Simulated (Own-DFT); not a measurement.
InAs (zincblende, strongly disordered by large displacements) (calculated)

All values are calculated (Own-DFT development build). A calculation, not a measurement: plane-wave PBE density functional theory by an unreviewed code, no spin, of a simulated periodic cell, stress positive in tension, free energy of the whole cell less one offset for each atom, forces on such cells passed a denser k mesh, this cell's mesh not checked; broken bonds can close the gap or carry spin, so checks made on this kind of crystal may not hold here; offsets are fitted by least squares, one for each functional and potential file, so energies compare only between cells with the same atoms and settings and are not formation energies; the far tail of each file's local potential was reset to the Coulomb form; each entry is a single point on an unrelaxed cell, so the pressure reflects the starting lattice, mostly measured values (interpolated for alloys), from which strain is counted, and rises with the displacements; printed positions are rounded, which can move forces by about a meV/angstrom; the program, named Own-DFT, is a retired in-house code; no spin-orbit coupling.

## InAs (zincblende, strongly disordered by large displacements)

```
InAs
1.0
     12.1166     0.0000     0.0000
      0.0000    12.1166     0.0000
      0.0000     0.0000    12.1166
In As In As In As In As In As In As In As In As
4 4 4 4 4 4 4 4 4 4 4 4 4 4 4 4
Direct
  0.05455 0.03768 0.00971
  0.98446 0.23137 0.24669
  0.26642 0.05857 0.28724
  0.22294 0.24718 0.01419
  0.13240 0.12316 0.15452
  0.13533 0.40185 0.37360
  0.38393 0.15399 0.37553
  0.37292 0.42253 0.17582
  0.00021 0.99328 0.54273
  0.96483 0.24940 0.74434
  0.26877 0.00414 0.78065
  0.25439 0.23962 0.45658
  0.09627 0.11064 0.63091
  0.15359 0.40884 0.83594
  0.40323 0.09150 0.85257
  0.36853 0.32561 0.55782
  0.03026 0.47801 0.01037
  0.03853 0.76365 0.21688
  0.21523 0.46946 0.23672
  0.22629 0.76604 0.98790
  0.12487 0.61953 0.05273
  0.13860 0.87587 0.34820
  0.37224 0.63835 0.39636
  0.37742 0.88706 0.16553
  0.98202 0.45698 0.50168
  0.98935 0.80852 0.74029
  0.27040 0.48650 0.71756
  0.24560 0.75565 0.49281
  0.06670 0.61042 0.63621
  0.09017 0.85903 0.87468
  0.40786 0.62778 0.91382
  0.37131 0.86352 0.62614
  0.49672 0.97716 0.98971
  0.49914 0.21025 0.25854
  0.70883 0.99700 0.28336
  0.74102 0.21010 0.03333
  0.60377 0.13576 0.13587
  0.61289 0.34940 0.41900
  0.89798 0.10994 0.34939
  0.92969 0.37192 0.15060
  0.44503 0.98863 0.48272
  0.49993 0.24836 0.73017
  0.70979 0.99235 0.74915
  0.74280 0.27982 0.51417
  0.66286 0.10780 0.62567
  0.62452 0.36206 0.86673
  0.85955 0.18892 0.87097
  0.88482 0.36433 0.61456
  0.48624 0.48733 0.98390
  0.49172 0.76696 0.29174
  0.73327 0.48116 0.24360
  0.80010 0.72130 0.00547
  0.66381 0.62345 0.04558
  0.57860 0.89443 0.39289
  0.86271 0.57906 0.37334
  0.86263 0.85290 0.10319
  0.50255 0.52569 0.45618
  0.45511 0.71079 0.73370
  0.72666 0.49785 0.75437
  0.78259 0.76380 0.46461
  0.66327 0.59898 0.62379
  0.61705 0.88406 0.90235
  0.84936 0.59983 0.83074
  0.86814 0.88765 0.58375
```

- functional: PBE
- potential files: PseudoDojo norm-conserving, scalar-relativistic, standard set
- wave cutoff: 42 hartree
- occupations: Fermi-Dirac
- smearing width: 0.1 eV
- hardware: one NVIDIA H200
- k mesh: 3 x 3 x 3 centred on Gamma
- free energy of cell above offsets: 41.831 eV
- pressure: 16.91 GPa
- stress xx: -18.45 GPa
- stress yy: -16.27 GPa
- stress zz: -16.02 GPa
- stress yz: 1.21 GPa
- stress xz: -0.13 GPa
- stress xy: -4.44 GPa
- wall time: 1184 s

Force:
```csv
element,x (eV/Å),y (eV/Å),z (eV/Å)
In,-3.621,-2.784,-4.319
In,3.422,-0.235,0.942
In,-4.813,-7.342,-4.192
In,1.449,1.753,-1.74
As,1.622,1.429,2.207
As,-4.12,-4.325,6.682
As,5.389,-2.273,5.379
As,8.016,-3.322,-3.534
In,2.19,0.37,-7.211
In,6.681,1.062,-2.982
In,-6.889,-4.045,-4.049
In,-12.47,0.837,0.731
As,5.869,5.373,3.82
As,-4.232,-3.766,3.916
As,4.072,5.544,2.928
As,5.938,5.663,6.731
In,-4.08,-5.328,-3.64
In,-1.765,-1.502,-1.528
In,-2.464,6.271,-4.846
In,4.401,1.521,0.292
As,2.244,3.56,4.998
As,0.669,1.702,2.127
As,-3.206,0.558,-3.002
As,-1.202,0.695,-2.066
In,3.988,4.755,-4.415
In,-4.468,-4.047,-5.875
In,3.165,2.491,-3.674
In,-2.416,0.366,1.33
As,1.495,0.777,0.336
As,4.098,4.279,4.953
As,-4.82,6.719,-3.023
As,-1.507,0.872,1.049
In,-4.634,3.078,5.662
In,2.264,7.573,-1.202
In,2.51,1.226,-1.747
In,2.863,3.061,-1.596
As,1.134,-5.139,-2.861
As,-5.806,2.652,-6.084
As,-3.615,-4.188,4.38
As,-4.142,4.469,-2.969
In,-1.281,2.015,2.985
In,0.256,-0.445,-0.781
In,2.328,-4.381,5.325
In,4.327,-5,2.531
As,-3.484,5.337,-5.846
As,-0.893,-1.494,1.366
As,-3.535,-4.465,5.21
As,-4.113,-1.032,4.577
In,3.562,-6.441,3.44
In,-1.311,-3.556,-3.651
In,-0.529,-0.224,-1.081
In,4.042,-0.252,-6.334
As,-7.899,-6.2,3.66
As,5.633,-0.302,1.751
As,0.813,1.904,-0.445
As,3.631,7.069,5.155
In,3.958,-3.011,3.106
In,2.333,-0.901,-0.384
In,-2.003,-7.64,1.378
In,-1.811,-3.018,-1.549
As,-4.431,5.361,-6.526
As,5.995,-5.459,-4.092
As,6.867,4.772,3.864
As,-5.669,-2.996,4.435
```
